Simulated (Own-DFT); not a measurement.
# Stretching a layer in its plane: wurtzite AlN, 72 atoms (Al36N36)

Calculated, not measured: single-point runs of Own-DFT, a retired in-house plane-wave DFT program that no person has reviewed, on unrelaxed cells, without spin or spin-orbit coupling.

Method: PBE; PseudoDojo norm-conserving scalar-relativistic files; cutoff 42 hartree; 4 x 4 x 3 k mesh centred on Gamma; Gaussian smearing of 0.01 eV.

Limits: k mesh not checked against a denser one; stress not checked against mesh or cutoff.

Unstrained cell vectors in Å: (9.336, 0.000, 0.000); (-4.668, 8.085, 0.000); (0.000, 0.000, 9.964). The unstrained cell has measured lattice constants (interpolated for alloys), not those of this functional. That, the random moves and any unrelaxed bonds set the pressure at no strain. Each run strains x and y alike by e, as a substrate would, and holds the height along z. Each coordinate of each atom was shifted by a normal deviate of width 0.05 Å. Stress is positive in tension.

```
e (%),u (Å),(s_xx + s_yy)/2 (GPa),s_zz (GPa)
-3.00,0.048,-25.08,-11.93
-2.75,0.048,-22.90,-11.05
-2.50,0.052,-22.39,-10.45
-1.75,0.051,?,?
-1.50,0.046,-15.08,-6.63
-0.25,0.048,-5.79,-7.61
1.25,0.052,0.47,-1.89
1.75,0.049,3.04,-1.79
2.00,0.050,5.09,-2.86
3.00,0.050,9.91,-3.72
```

## What the rows give

With e as a fraction, the in-plane stress is -5.6 + 577 e - 2439 e² GPa (errors 13 and 874, scatter 0.80), and s_zz is -6.1 + 163 e GPa (slope ± 25, scatter 1.66). At e = 0 the first slope is C11 + C12 and the second 2 C13, both with the ions held to the strained lattice and at the cell's own pressure. A free layer would change its height as e changes, and the in-plane slope would drop by 2 C13²/C33 to the biaxial modulus. At fixed height, a misfit of 1 % moves the in-plane stress by about 5.8 GPa and s_zz by 1.6 GPa.

## The run left out

Question: what are the two stresses at e = -1.75 %?

Estimate: -16.5 and -8.9 GPa. DFT gave -16.44 and -8.57 GPa.
